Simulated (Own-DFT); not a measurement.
# How strain changes the stress of 4H SiC, 72 atoms (C36Si36)

These are calculations, not measurements. They come from Own-DFT, an in-house plane-wave density functional program, since retired, whose code no person has reviewed. Each row is one single-point run on a periodic cell that was not relaxed, without spin or spin-orbit coupling.

Settings of every run: PBE; PseudoDojo norm-conserving scalar-relativistic files; cutoff 42 hartree; 4 x 4 x 3 k mesh centred on Gamma; Fermi-Dirac smearing of 0.1 eV.

Known limits: forces on such cells passed a denser k mesh, each cell not checked; stress not checked against mesh or cutoff.

Unstrained cell vectors in Å: (9.248, 0.000, 0.000); (-4.624, 8.009, 0.000); (0.000, 0.000, 10.068). The unstrained cell has measured lattice constants (interpolated for alloys), not those of this functional. That, the random moves and any unrelaxed bonds set the pressure at no strain. Each run strains this cell uniformly, with the atoms carried along. Every atom was also moved at random, by a Gaussian of width 0.05 Å on each axis. Strain is the symmetric tensor, in per cent. Stress is positive in tension, and the pressure is minus a third of its trace.

```
run  e_xx (%)  e_yy (%)  e_zz (%)  e_yz (%)  e_xz (%)  e_xy (%)  s_xx (GPa)  s_yy (GPa)  s_zz (GPa)  s_yz (GPa)  s_xz (GPa)  s_xy (GPa)  P (GPa)  E (meV/atom)
  1      1.18      1.75     -0.20     -0.44     -1.39     -1.29        1.90        5.98       -7.58       -1.54       -4.95       -5.12    -0.10          30.1
  2      1.28     -1.37     -1.13      1.00      1.48      1.23        1.73      -12.52      -14.78        3.56        3.97        5.44     8.52          42.1
  3      0.25      0.80      0.80     -1.69      0.20      1.69       -1.85        0.26       -0.61       -5.08        0.58        8.57     0.73           0.0
  4      0.91     -1.69     -0.34     -0.06      0.37     -1.74       -0.05      -12.85      -10.57       -1.11        1.66       -7.53     7.82          25.2
  5     -1.70     -1.05      0.80     -0.37      0.63      1.75      -14.66      -12.48       -2.86       -0.99        2.36        8.03    10.00          35.1
  6     -0.58      1.10     -1.69      0.55     -0.16      1.58       -8.17        0.91      -18.62        1.60        0.82        7.70     8.63          40.8
  7      0.30     -1.67     -1.48     -1.79      0.47     -1.81       -7.21      -16.52      -15.58       -7.58        2.02       -8.63    13.10          58.1
  8      0.02     -0.83     -0.35      1.17      1.69     -1.51       -4.57      -10.49       -9.42        3.78        5.69       -7.21     8.16          33.2
  9     -1.50      1.46     -0.12     -1.24      1.26      1.56       -9.79        0.47       -7.49       -4.66        4.34        8.19     5.60          28.1
 10     -0.22     -0.92      1.38     -0.10     -0.15     -1.22       -6.39       -9.47        1.47       -0.34       -0.24       -6.52     4.80          25.1
 11     -0.15      1.28     -1.08     -0.86     -1.04      1.57       -4.86        2.25      -14.24       -2.76       -3.40        6.46     5.62          27.6
 12     -0.74      1.47      1.37     -1.01     -0.15      0.65       -7.95        3.17        1.65       -4.07       -0.86        0.91     1.04          22.5
 13     -0.55      1.81     -0.92      0.76      0.37     -0.08       -7.41        4.25       -9.68        2.97        0.91        0.79     4.28           8.5
 14      1.39      1.95      1.73      0.93     -1.21      1.92        4.67        4.64        5.25        2.87       -3.66        7.86    -4.85          28.0
 15      1.90      1.55      0.86     -1.49     -1.72     -0.99        6.31        5.04       -0.84       -5.09       -6.13       -4.45    -3.50          24.3
 16      0.00     -0.94      1.72      0.14      1.67      0.76       -4.42       -9.43        2.05        0.49        5.83        3.78     3.93          26.3
 17     -0.59     -0.35      1.82     -1.97     -0.97     -1.47           ?           ?           ?           ?           ?           ?        ?             ?
```

E is the free energy for each atom above the lowest run shown.

## Worked fit

Each stress component was fitted by least squares to a constant and the strains of the runs shown, as fractions, with shears doubled. Shear strains stay in the fit of a normal stress only where such slopes are resolved. The slopes, in GPa:

| stress | at no strain | per e_xx | per e_yy | per e_zz | scatter |
|---|---|---|---|---|---|
| s_xx | -4.7 | 528 ± 28 | 66 ± 21 | 46 ± 25 | 1.12 |
| s_yy | -5.3 | 70 ± 29 | 554 ± 21 | 22 ± 26 | 1.16 |
| s_zz | -7.1 | 15 ± 28 | 51 ± 20 | 618 ± 25 | 1.10 |

Each shear stress against twice its own strain: yz 176 ± 8, xz 152 ± 11, xy 226 ± 10 GPa. These are stiffnesses along x, y and z of the frame in which the cell vectors are given, which need not be the crystal's axes. The atoms are held to the strained lattice; where symmetry lets them move under strain, relaxing them would lower some slopes. The table should be nearly symmetric about its diagonal, and what it lacks of that shows the noise. A ninth of its sum, 219 ± 6 GPa, estimates the bulk modulus near the mean pressure of these runs, 4.6 GPa, so it lies above the value at zero pressure.

## Withheld run

Question: what normal stresses and pressure should run 17 give?

The fit gives s_xx = -7.3, s_yy = -7.2, s_zz = 4.0 and P = 3.5 GPa. The calculation gave -7.79, -8.54, 4.65 and P = 3.89 GPa.
